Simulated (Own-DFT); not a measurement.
# What random displacements cost in monoclinic HfO2, 96 atoms (Hf32O64)

These are calculations, not measurements. They come from Own-DFT, an in-house plane-wave density functional program, since retired, whose code no person has reviewed. Each row is one single-point run on a periodic cell that was not relaxed, without spin or spin-orbit coupling.

Settings of every run: PBE; PseudoDojo norm-conserving scalar-relativistic files; cutoff 72 hartree; 2 x 2 x 2 k mesh centred on Gamma; Fermi-Dirac smearing of 0.1 eV.

Known limits, some of them of some rows only: some atoms lie very close together; hafnium file: forces about 75 meV/angstrom off all-electron values; oxygen file: force components 24 meV/angstrom off all-electron in a glass; forces on such cells passed a denser k mesh, each cell not checked; stress not checked against mesh or cutoff.

Cell vectors in Å: (10.234, 0.000, 0.000); (0.000, 10.350, 0.000); (-1.696, 0.000, 10.445). In each run every atom was moved at random and independently from its ideal site; u is the rms move along one axis. E is the free energy for each atom above the fitted value at u = 0, and F the rms of the force components.

| run | u (Å) | E (meV/atom) | F (eV/Å) | largest force (eV/Å) | P (GPa) |
|---|---|---|---|---|---|
| 1 | 0.0190 | 8.9 | 0.416 | 1.77 | 4.02 |
| 2 | 0.0216 | 11.7 | 0.475 | 1.82 | 4.20 |
| 3 | 0.0218 | 12.4 | 0.484 | 1.90 | 4.03 |
| 4 | 0.0461 | ? | ? | ? | ? |
| 5 | 0.0477 | 53.2 | 0.964 | 2.92 | 5.63 |
| 6 | 0.0739 | 135.8 | 1.633 | 6.64 | 7.58 |
| 7 | 0.0766 | 134.3 | 1.635 | 6.77 | 8.94 |
| 8 | 0.0798 | 177.8 | 2.110 | 14.89 | 9.76 |
| 9 | 0.1217 | 379.4 | 3.292 | 19.66 | 15.58 |
| 10 | 0.1478 | 596.1 | 4.193 | 23.93 | 22.20 |

## Worked fit

For small independent moves the energy grows as E = (3/2) K u², with K the mean stiffness felt by one atom. The runs with u up to 0.11 Å give K = 16.6 ± 0.7 eV/Å², with residuals divided by u² + 0.0006 Å², since the noise grows with the moves. The scatter is 5.0 meV/atom at u = 0.05 Å. The forces follow F = G u with G = 22.4 eV/Å²; no force at u = 0 is resolved. G exceeds K because the moves of its neighbours add to the force on an atom, and stiffness differs between atoms. At u = 0.148 Å the parabola gives 544 meV/atom and the run 596. The pressure follows P = 3.66 + 870 u² GPa: at fixed volume, shortened bonds push harder than stretched ones pull.

## Withheld run

Question: what energy and rms force should run 4 give?

The fit gives 53 ± 5 meV/atom and about 1.03 eV/Å. The calculation gave 51.8 meV/atom and 1.023 eV/Å.
